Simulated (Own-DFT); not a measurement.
## Calculated data, Hf$_{36}$O$_{71}$ (tetragonal hafnia with one neutral oxygen vacancy, atoms displaced)

All values are calculated (Own-DFT development build). A calculation, not a measurement: plane-wave PBE and HSE06 DFT by an unreviewed code, no spin, of a simulated cell at Gamma alone, so results move with cell size and shape, stress positive in tension, energies less offsets, not probed for a lower state with spin; hafnium file: forces about 75 meV/angstrom off all-electron values; oxygen file: force components 24 meV/angstrom off all-electron in a glass; k mesh not checked against a denser one; forces and stress are PBE's, HSE06 gives the energy alone, and its difference from PBE has offsets of its own; offsets are fitted by least squares, one for each functional and potential file, so energies compare only between cells with the same atoms and settings and are not formation energies; the far tail of each file's local potential was reset to the Coulomb form; each entry is a single point on an unrelaxed cell, so the pressure reflects the starting lattice, taken from the Materials Project, from which strain is counted, and rises with the displacements; printed positions are rounded, which can move forces by about a meV/angstrom; the program is a retired in-house code; no spin-orbit coupling.

Common to all runs: first functional PBE; second functional HSE06; exact exchange share 0.25; screening 0.11 1/bohr; exchange divergence Gygi-Baldereschi; potential files PseudoDojo norm-conserving, scalar-relativistic, made for PBE, standard set; wave cutoff 48 hartree; occupations fixed; k mesh 1 x 1 x 1 centred on Gamma.

```json
{"entry": 1, "formula": "Hf36O71", "kind": "tetragonal hafnia with one neutral oxygen vacancy, atoms displaced", "structure": {"cell_angstrom": [[10.78, 0.0, 0.0], [0.0, 10.78, 0.0], [0.0, 0.0, 10.4493]], "atoms_fractional": [["Hf", 0.00586, 0.98961, 0.99765], ["Hf", 0.16297, 0.16475, 0.25758], ["O", 0.99875, 0.16229, 0.16659], ["O", 0.17157, 0.01093, 0.34702], ["O", 0.98764, 0.16449, 0.40259], ["O", 0.16188, 0.00498, 0.08729], ["Hf", 0.98776, 0.99002, 0.5027], ["Hf", 0.1595, 0.1638, 0.74199], ["O", 0.00139, 0.17532, 0.65985], ["O", 0.15723, 0.98122, 0.85739], ["O", 0.00722, 0.18077, 0.90303], ["O", 0.16374, 0.99898, 0.5965], ["Hf", 0.99809, 0.32883, 0.99698], ["Hf", 0.1774, 0.49484, 0.24485], ["O", 0.006, 0.49273, 0.13854], ["O", 0.17524, 0.32542, 0.34526], ["O", 0.00578, 0.50073, 0.40947], ["O", 0.17392, 0.34329, 0.10894], ["Hf", 0.99795, 0.32395, 0.51639], ["Hf", 0.15904, 0.5078, 0.75618], ["O", 0.9956, 0.48929, 0.65389], ["O", 0.17777, 0.34572, 0.82892], ["O", 0.99737, 0.48907, 0.90326], ["O", 0.15759, 0.34817, 0.60704], ["Hf", 0.99592, 0.66402, 0.99862], ["Hf", 0.15437, 0.83467, 0.25197], ["O", 0.99348, 0.84249, 0.14498], ["O", 0.16251, 0.65877, 0.3388], ["O", 0.99836, 0.84287, 0.40412], ["O", 0.16004, 0.66921, 0.10911], ["Hf", 0.00886, 0.65886, 0.50744], ["Hf", 0.17229, 0.8295, 0.74693], ["O", 0.00169, 0.83421, 0.66543], ["O", 0.17289, 0.65212, 0.85408], ["O", 0.00265, 0.83193, 0.90086], ["O", 0.16838, 0.67348, 0.60303], ["Hf", 0.32904, 0.99937, 0.99453], ["Hf", 0.49876, 0.17042, 0.24737], ["O", 0.33429, 0.1721, 0.1457], ["O", 0.49822, 0.99525, 0.34454], ["O", 0.32458, 0.14946, 0.38892], ["O", 0.5002, 0.99444, 0.08384], ["Hf", 0.31966, 0.00761, 0.49202], ["Hf", 0.50628, 0.17274, 0.7376], ["O", 0.33825, 0.16764, 0.64768], ["O", 0.49829, 0.99385, 0.86071], ["O", 0.33317, 0.1721, 0.89455], ["O", 0.50864, 0.00025, 0.59214], ["Hf", 0.33199, 0.33222, 0.00475], ["Hf", 0.49802, 0.49986, 0.25836], ["O", 0.33198, 0.49906, 0.16002], ["O", 0.50821, 0.33348, 0.34009], ["O", 0.33434, 0.50355, 0.39329], ["O", 0.50518, 0.3346, 0.11359], ["Hf", 0.32592, 0.34527, 0.506], ["Hf", 0.50194, 0.50736, 0.74217], ["O", 0.33356, 0.49661, 0.65627], ["O", 0.49179, 0.34085, 0.85959], ["O", 0.34205, 0.49789, 0.89316], ["O", 0.49111, 0.34255, 0.62036], ["Hf", 0.34514, 0.67505, 0.0048], ["Hf", 0.50161, 0.83032, 0.23933], ["O", 0.32132, 0.83016, 0.1581], ["O", 0.50593, 0.66703, 0.33786], ["O", 0.32685, 0.82873, 0.40415], ["O", 0.50833, 0.65994, 0.09848], ["Hf", 0.33556, 0.6659, 0.48901], ["Hf", 0.49319, 0.83009, 0.75841], ["O", 0.33447, 0.83052, 0.65172], ["O", 0.49894, 0.66642, 0.85589], ["O", 0.33577, 0.82934, 0.90214], ["O", 0.49908, 0.66621, 0.59459], ["Hf", 0.65571, 0.0042, 0.99349], ["Hf", 0.8348, 0.16532, 0.25747], ["O", 0.66831, 0.17439, 0.15366], ["O", 0.83768, 0.99878, 0.35283], ["O", 0.66907, 0.16761, 0.40538], ["O", 0.83424, 0.99843, 0.09893], ["Hf", 0.65846, 0.99886, 0.47868], ["Hf", 0.82597, 0.17083, 0.7461], ["O", 0.67442, 0.14981, 0.64644], ["O", 0.83981, 0.99741, 0.85116], ["O", 0.6551, 0.15981, 0.89684], ["O", 0.81588, 0.99274, 0.58278], ["Hf", 0.65917, 0.33791, 0.00825], ["Hf", 0.83656, 0.50985, 0.24176], ["O", 0.66292, 0.50549, 0.15689], ["O", 0.8239, 0.33461, 0.35104], ["O", 0.6679, 0.48884, 0.40574], ["O", 0.8412, 0.34112, 0.08848], ["Hf", 0.6734, 0.34334, 0.49106], ["Hf", 0.83489, 0.49837, 0.7436], ["O", 0.68141, 0.4831, 0.65023], ["O", 0.84617, 0.325, 0.83964], ["O", 0.83269, 0.32028, 0.61249], ["Hf", 0.68135, 0.6768, 0.98583], ["Hf", 0.84521, 0.82058, 0.24716], ["O", 0.66093, 0.83484, 0.15009], ["O", 0.83678, 0.66583, 0.35453], ["O", 0.67255, 0.8335, 0.40499], ["O", 0.83443, 0.67076, 0.09625], ["Hf", 0.66867, 0.66014, 0.50639], ["Hf", 0.83983, 0.82457, 0.75308], ["O", 0.66549, 0.8248, 0.65212], ["O", 0.82495, 0.67861, 0.84866], ["O", 0.66637, 0.82507, 0.90779], ["O", 0.84656, 0.65842, 0.59103]]}, "results": {"PBE_energy_of_cell_above_offsets [eV]": "-87.824", "HSE06_less_PBE_above_offsets [eV]": "0.451", "PBE_pressure [GPa]": 5.5, "PBE_stress_xx [GPa]": -4.69, "PBE_stress_yy [GPa]": -6.27, "PBE_stress_zz [GPa]": -5.55, "PBE_stress_yz [GPa]": 0.63, "PBE_stress_xz [GPa]": 0.35, "PBE_stress_xy [GPa]": -0.19, "force_element": ["Hf", "Hf", "O", "O", "O", "O", "Hf", "Hf", "O", "O", "O", "O", "Hf", "Hf", "O", "O", "O", "O", "Hf", "Hf", "O", "O", "O", "O", "Hf", "Hf", "O", "O", "O", "O", "Hf", "Hf", "O", "O", "O", "O", "Hf", "Hf", "O", "O", "O", "O", "Hf", "Hf", "O", "O", "O", "O", "Hf", "Hf", "O", "O", "O", "O", "Hf", "Hf", "O", "O", "O", "O", "Hf", "Hf", "O", "O", "O", "O", "Hf", "Hf", "O", "O", "O", "O", "Hf", "Hf", "O", "O", "O", "O", "Hf", "Hf", "O", "O", "O", "O", "Hf", "Hf", "O", "O", "O", "O", "Hf", "Hf", "O", "O", "O", "Hf", "Hf", "O", "O", "O", "O", "Hf", "Hf", "O", "O", "O", "O"], "force_x [eV/angstrom]": [-3.337, 0.454, 0.118, -1.184, 0.952, 1.698, -1.724, 2.525, -0.967, 1.185, 1.401, -0.701, 1.009, -3.444, -1.244, 0.268, -0.374, -1.025, -0.886, 1.392, 0.581, -0.157, -0.257, 2.042, 2.919, 1.774, 1.869, -0.103, 0.901, -0.083, 0.201, 0.016, 0.293, -0.665, -0.441, 0.391, 0.406, 0.111, 0.042, 0.1, 1.698, -1.986, 2.772, 0.077, -1.725, -0.401, -0.652, -2.357, 0.707, 0.55, 2.592, -0.839, 0.285, -1.127, -0.267, -1.294, -0.874, 2.422, -0.186, 1.267, -1.066, -0.096, 1.248, -0.194, -0.419, -1.06, -0.505, 1.533, 0.245, 0.45, -0.264, 0.334, 3.162, -0.155, -0.386, -0.03, -0.443, -0.693, -0.011, 0.213, -2.11, -0.061, 0.514, 3.307, 0.524, 0.693, 1.566, 0.568, -0.623, -2.532, 0.139, 0.563, -2.52, -1.309, -0.158, -2.741, -3.958, 1.834, -0.014, -0.207, 0.715, 0.606, -1.966, 0.194, 1.042, -0.557, -2.087], "force_y [eV/angstrom]": [2.304, 1.432, 0.636, -4.024, 0.358, -0.184, 2.772, 0.806, -0.854, 2.448, -4.225, 0.289, 1.588, -0.455, 1.54, 1.407, -1.275, -1.003, 0.888, -2.583, 1.292, -2.994, 3.106, -1.551, -1.37, -0.972, -0.784, 2.077, -3.467, 0.404, -0.271, -0.733, 0.128, 4.339, -2.587, -0.616, 1.684, -0.818, -0.68, 0.219, 4.315, 0.076, -2.378, -0.451, -0.176, 0.013, -1.529, 0.152, 0.48, 0.004, 0.603, -0.553, -0.949, 0.192, -1.039, -1.857, 0.631, -0.446, 1.417, -0.803, -2.879, 0.694, 0.268, 0.217, 0.534, 0.876, 1.274, 1.42, 0.063, 0.111, 0.467, -1.203, -0.983, -1.012, -0.396, -0.703, 0.965, 0.183, 0.18, -2.213, 1.61, -0.076, 2.464, -0.411, -0.254, -2.53, -0.709, 1.182, 5.531, -0.157, -5.481, -1.192, 1.48, 1.809, 0.862, -4.371, 3.531, -0.424, -0.69, -2.941, -0.215, 3.004, 5.057, -1.574, -4.202, 4.636, 0.233], "force_z [eV/angstrom]": [-0.354, -2.615, -1.201, 0.506, 1.686, 2.072, 0.677, 2.858, -1.443, -1.762, -0.922, 0.848, 1.651, 0.104, 2.06, 2.104, -0.1, -1.796, -2.025, -1.354, -0.44, 2.172, -1.198, -2.293, 0.062, -0.067, 0.259, 1.775, -1.361, -1.731, -2.024, 0.827, -1.854, 1.335, 0.309, -0.486, -0.135, -0.151, 0.145, -1.187, 0.25, 2.507, 1.529, 1.236, -0.971, -2.452, 0.63, 0.665, -1.622, -2.593, -1.754, 2.812, 1.195, -1.336, 1.177, 2.331, -1.939, -0.434, 2.119, -2.618, 0.134, 0.706, -0.785, 2.01, -0.155, -0.513, 1.323, -1.541, 0.412, -0.806, -0.263, -0.007, 0.721, -0.553, -0.411, -1.619, -1.221, -0.423, 2.289, 1.111, 0.595, -1.184, -0.296, 1.51, -0.741, -0.12, -0.141, -0.286, -1.736, 0.888, 2.418, 2.586, -0.579, 1.053, -2.23, 2.878, 0.869, 0.291, -0.955, -0.972, 1.216, -0.683, -1.774, 1.208, 0.783, -2.207, 1.513]}}
{"entry": 2, "formula": "Hf36O71", "kind": "tetragonal hafnia with one neutral oxygen vacancy, atoms displaced", "structure": {"cell_angstrom": [[10.78, 0.0, 0.0], [0.0, 10.78, 0.0], [0.0, 0.0, 10.4493]], "atoms_fractional": [["Hf", 0.00108, 0.99606, 0.99398], ["Hf", 0.16699, 0.16677, 0.25025], ["O", 0.00583, 0.16759, 0.15712], ["O", 0.16326, 0.00032, 0.35139], ["O", 0.00258, 0.16764, 0.39628], ["O", 0.1687, 0.99732, 0.09703], ["Hf", 0.99907, 0.99396, 0.50734], ["Hf", 0.16203, 0.17065, 0.75205], ["O", 0.00417, 0.16563, 0.65177], ["O", 0.16048, 0.00208, 0.84627], ["O", 0.99917, 0.17358, 0.90376], ["O", 0.16823, 0.00263, 0.59854], ["Hf", 0.00186, 0.33124, 0.00432], ["Hf", 0.16648, 0.50003, 0.24772], ["O", 0.00013, 0.49793, 0.14745], ["O", 0.16906, 0.32882, 0.34686], ["O", 0.99858, 0.49821, 0.4026], ["O", 0.16337, 0.33133, 0.09877], ["Hf", 0.99753, 0.32891, 0.49859], ["Hf", 0.17109, 0.50442, 0.75353], ["O", 0.99981, 0.50026, 0.64888], ["O", 0.15617, 0.33425, 0.85097], ["O", 0.99979, 0.49549, 0.90351], ["O", 0.16666, 0.33458, 0.59643], ["Hf", 0.99859, 0.66301, 0.99627], ["Hf", 0.16804, 0.83241, 0.25021], ["O", 0.99572, 0.83313, 0.15286], ["O", 0.16691, 0.66419, 0.34438], ["O", 0.99438, 0.82933, 0.40572], ["O", 0.16691, 0.66767, 0.10187], ["Hf", 0.9975, 0.6623, 0.49818], ["Hf", 0.16344, 0.83502, 0.75218], ["O", 0.99926, 0.83333, 0.65205], ["O", 0.16897, 0.6656, 0.84541], ["O", 0.99793, 0.83284, 0.90471], ["O", 0.17039, 0.66748, 0.59803], ["Hf", 0.33678, 0.99991, 0.99722], ["Hf", 0.49821, 0.16752, 0.24736], ["O", 0.33388, 0.16627, 0.14951], ["O", 0.50189, 0.99909, 0.34774], ["O", 0.3274, 0.15891, 0.39846], ["O", 0.499, 0.99658, 0.09568], ["Hf", 0.33499, 0.0016, 0.50314], ["Hf", 0.49802, 0.16556, 0.74745], ["O", 0.33492, 0.16803, 0.64766], ["O", 0.49644, 0.99978, 0.8501], ["O", 0.33119, 0.16822, 0.90432], ["O", 0.50506, 0.00169, 0.59283], ["Hf", 0.33312, 0.33462, 0.00066], ["Hf", 0.50353, 0.50251, 0.24953], ["O", 0.33309, 0.50328, 0.14937], ["O", 0.49784, 0.32923, 0.3473], ["O", 0.3362, 0.49741, 0.40006], ["O", 0.50104, 0.33343, 0.09111], ["Hf", 0.33192, 0.33727, 0.50063], ["Hf", 0.49896, 0.49823, 0.7433], ["O", 0.33335, 0.49889, 0.65675], ["O", 0.50261, 0.33247, 0.85135], ["O", 0.33187, 0.4999, 0.90174], ["O", 0.49954, 0.33578, 0.60116], ["Hf", 0.33262, 0.66753, 0.00108], ["Hf", 0.49924, 0.83438, 0.25039], ["O", 0.33142, 0.83016, 0.15618], ["O", 0.4994, 0.66561, 0.35106], ["O", 0.3361, 0.83406, 0.40829], ["O", 0.49872, 0.66763, 0.09717], ["Hf", 0.33197, 0.66472, 0.49825], ["Hf", 0.49971, 0.83615, 0.75321], ["O", 0.33494, 0.83148, 0.6541], ["O", 0.50243, 0.66793, 0.85368], ["O", 0.33186, 0.83153, 0.90493], ["O", 0.49658, 0.6675, 0.60378], ["Hf", 0.66672, 0.9982, 0.99486], ["Hf", 0.83311, 0.1715, 0.25403], ["O", 0.66584, 0.16653, 0.15185], ["O", 0.83289, 0.99796, 0.34388], ["O", 0.66445, 0.16428, 0.40218], ["Hf", 0.66404, 0.99934, 0.50147], ["Hf", 0.83172, 0.16482, 0.75318], ["O", 0.66277, 0.16545, 0.65412], ["O", 0.83108, 0.99853, 0.84232], ["O", 0.67121, 0.16563, 0.90383], ["O", 0.83325, 0.99638, 0.5974], ["Hf", 0.66348, 0.34039, 0.00109], ["Hf", 0.83359, 0.5016, 0.25647], ["O", 0.66793, 0.50309, 0.1504], ["O", 0.83221, 0.33382, 0.34399], ["O", 0.66872, 0.49625, 0.40686], ["O", 0.83489, 0.33053, 0.09766], ["Hf", 0.66833, 0.3314, 0.50201], ["Hf", 0.83781, 0.49886, 0.7532], ["O", 0.67037, 0.49277, 0.64307], ["O", 0.83385, 0.33067, 0.84741], ["O", 0.66706, 0.49368, 0.89795], ["O", 0.84134, 0.33729, 0.59658], ["Hf", 0.66806, 0.66839, 0.00547], ["Hf", 0.83071, 0.83391, 0.24909], ["O", 0.66468, 0.83587, 0.15474], ["O", 0.83355, 0.66641, 0.34803], ["O", 0.6672, 0.83522, 0.40211], ["O", 0.83691, 0.67151, 0.10385], ["Hf", 0.66499, 0.66714, 0.49726], ["Hf", 0.83378, 0.826, 0.74726], ["O", 0.66555, 0.83301, 0.65426], ["O", 0.83735, 0.66647, 0.84442], ["O", 0.6652, 0.83914, 0.89932], ["O", 0.83408, 0.66638, 0.59748]]}, "results": {"PBE_energy_of_cell_above_offsets [eV]": "-100.515", "HSE06_less_PBE_above_offsets [eV]": "-0.137", "PBE_pressure [GPa]": 1.02, "PBE_stress_xx [GPa]": -0.35, "PBE_stress_yy [GPa]": -1.13, "PBE_stress_zz [GPa]": -1.57, "PBE_stress_yz [GPa]": -0.57, "PBE_stress_xz [GPa]": 0.3, "PBE_stress_xy [GPa]": -0.08, "force_element": ["Hf", "Hf", "O", "O", "O", "O", "Hf", "Hf", "O", "O", "O", "O", "Hf", "Hf", "O", "O", "O", "O", "Hf", "Hf", "O", "O", "O", "O", "Hf", "Hf", "O", "O", "O", "O", "Hf", "Hf", "O", "O", "O", "O", "Hf", "Hf", "O", "O", "O", "O", "Hf", "Hf", "O", "O", "O", "O", "Hf", "Hf", "O", "O", "O", "O", "Hf", "Hf", "O", "O", "O", "O", "Hf", "Hf", "O", "O", "O", "O", "Hf", "Hf", "O", "O", "O", "O", "Hf", "Hf", "O", "O", "O", "Hf", "Hf", "O", "O", "O", "O", "Hf", "Hf", "O", "O", "O", "O", "Hf", "Hf", "O", "O", "O", "O", "Hf", "Hf", "O", "O", "O", "O", "Hf", "Hf", "O", "O", "O", "O"], "force_x [eV/angstrom]": [-0.21, 0.359, -1.659, -0.059, -0.735, -0.146, 0.661, 0.728, -1.173, 0.058, -0.097, -0.182, -0.681, -0.193, -0.211, 0.195, -0.031, 1.431, 1.435, -1.198, 0.565, 1.023, -0.295, 0.064, 0.294, -0.973, 0.77, 0.126, 0.334, -0.549, 0.553, 1.037, 0.418, -0.462, 0.317, -0.738, -0.625, 0.258, 0.219, -0.078, 0.671, 0.053, -0.658, -0.133, -0.213, -0.219, -0.059, -1.21, -0.331, -0.991, 0.446, 0.167, -0.089, -0.634, -0.272, 1.387, -0.128, -0.404, -0.143, -0.02, 0.062, -0.328, 0.612, 0.438, -0.162, 0.691, 0.229, -0.112, -0.42, 0.1, -0.2, 0.66, 0.834, 0.324, 0.075, 0.071, 0.439, 1.126, 0.038, 0.946, 0.529, -0.199, -0.303, 1.361, 0.77, 0.009, -0.151, -0.273, -0.674, -0.086, -0.305, -0.295, -0.12, 0.309, -1.585, -0.488, 0.753, 0.085, -0.403, -0.176, -0.749, -0.096, -0.607, 0.038, -0.217, 0.24, -0.549], "force_y [eV/angstrom]": [1.097, -0.901, -0.415, -1.049, -0.407, -0.244, 0.688, 0.099, -0.104, -0.276, -2.083, -0.552, 0.052, -0.646, 0.451, 1.495, -0.155, 0.388, -0.083, -1.317, 0.538, 0.391, 1.201, 0.012, -0.004, 0.992, 0.636, 0.099, 0.115, -0.103, 0.14, 0.163, 0.042, 0.753, -0.703, -0.152, 0.456, -0.79, 0.255, 0.104, 1.272, -0.13, 0.047, 0.686, -0.093, 0.496, -0.011, -0.118, -0.391, -0.623, -0.332, 0.917, 0.533, 0.35, -1.705, 0.212, -0.157, -0.072, 0.023, 0.047, -0.32, 0.577, -0.092, -0.118, -0.459, -0.117, 0.757, -1.25, 0.463, -0.269, 0.386, -0.514, 1.249, -1.406, -0.339, 0.656, 0.481, 0.104, 0.411, 0.348, -0.351, 0.143, 0.343, -2.045, -0.224, 0.137, 0.505, 0.559, 0.234, -0.134, -1.206, 0.519, 0.523, 2.229, -0.756, 0.015, 0.523, -0.301, -0.354, -0.829, -0.577, 0.098, 1.379, -0.26, -0.426, -1.708, 0.277], "force_z [eV/angstrom]": [1.566, 0.427, -0.796, -0.43, 1.205, -0.47, -1.601, -0.238, -0.044, 0.034, -0.365, 0.381, 0.01, -0.168, 0.893, 0.071, -0.614, 0.165, -0.134, -0.622, 0.806, -0.524, -0.41, 0.119, 1.289, 0.06, 0.001, 0.617, 0.079, -0.973, 0.425, -0.751, 0.248, 0.731, -0.77, -0.219, 0.746, 0.167, -0.095, -0.358, 0.511, 0.097, -0.546, 0.706, 0.622, -0.534, -0.515, 1.263, -0.033, 0.181, 0.449, -0.2, 0.178, 1.264, -0.447, 1.015, -0.921, -0.849, -0.098, -0.439, 0.087, 0.319, -0.152, -0.301, -0.466, 0.485, 0.374, -0.208, 0.561, -0.557, -0.205, -0.735, 1.185, -1.305, 0.396, -0.361, 0.358, -0.932, 0.082, -0.253, 0.467, -0.136, -0.013, -0.502, -1.174, 0.179, 1.076, -1.211, 0.245, 0.426, -0.866, 1.219, -0.424, 0.193, 0.072, -0.861, 0.09, -0.669, 0.465, 0.178, -1.043, 0.871, -0.293, -0.235, 1.098, 0.355, -0.039]}}
```
